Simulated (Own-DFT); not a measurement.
# Energy and forces against displacement in a stack of InAs and GaAs layers, 64 atoms (As32Ga24In8)

Calculated results; nothing here was measured. The program, named Own-DFT, is a retired in-house plane-wave density functional code that no person has reviewed. Each row is one single-point run on a periodic cell that was not relaxed, without spin or spin-orbit coupling.

Settings of every run: PBE; PseudoDojo norm-conserving scalar-relativistic files; cutoff 42 hartree; 3 x 3 x 3 k mesh centred on Gamma; Fermi-Dirac smearing of 0.1 eV.

Known limits: forces on such cells passed a denser k mesh, each cell not checked; stress not checked against mesh or cutoff.

Cell vectors in Å: (11.307, 0.000, 0.000); (0.000, 11.307, 0.000); (0.000, 0.000, 11.307). In each run every atom was moved at random and independently from its ideal site; u is the rms move along one axis. E is the free energy for each atom above the fitted value at u = 0, and F the rms of the force components.

| run | u (Å) | E (meV/atom) | F (eV/Å) | largest force (eV/Å) | P (GPa) |
|---|---|---|---|---|---|
| 1 | 0.0290 | 14.6 | 0.657 | 2.53 | 8.90 |
| 2 | 0.0312 | 18.9 | 0.695 | 2.88 | 8.96 |
| 3 | 0.0333 | 30.9 | 0.748 | 3.07 | 9.14 |
| 4 | 0.0579 | 64.6 | 1.047 | 3.77 | 9.58 |
| 5 | 0.0591 | 64.6 | 1.110 | 4.35 | 9.59 |
| 6 | 0.0600 | 73.0 | 1.126 | 4.71 | 9.77 |
| 7 | 0.0978 | 209.8 | 2.004 | 11.98 | 11.60 |
| 8 | 0.1042 | ? | ? | ? | ? |
| 9 | 0.1057 | 242.1 | 2.108 | 8.38 | 12.05 |

## Worked fit

For small independent moves the energy grows as E = (3/2) K u², with K the mean stiffness felt by one atom. The runs with u up to 0.11 Å give K = 13.8 ± 1.0 eV/Å², with residuals divided by u² + 0.0006 Å², since the noise grows with the moves. The scatter is 7.3 meV/atom at u = 0.05 Å. The forces follow F² = F0² + G² u², fitted to F/u, with G = 18.6 eV/Å² and F0 = 0.38 eV/Å. F0 is the force that atoms already bear on their ideal sites. G exceeds K because the moves of its neighbours add to the force on an atom, and stiffness differs between atoms. The pressure follows P = 8.65 + 303 u² GPa: at fixed volume, shortened bonds push harder than stretched ones pull.

## Withheld run

Question: what energy and rms force should run 8 give?

The fit gives 225 ± 31 meV/atom and about 1.97 eV/Å. The calculation gave 200.7 meV/atom and 1.992 eV/Å.
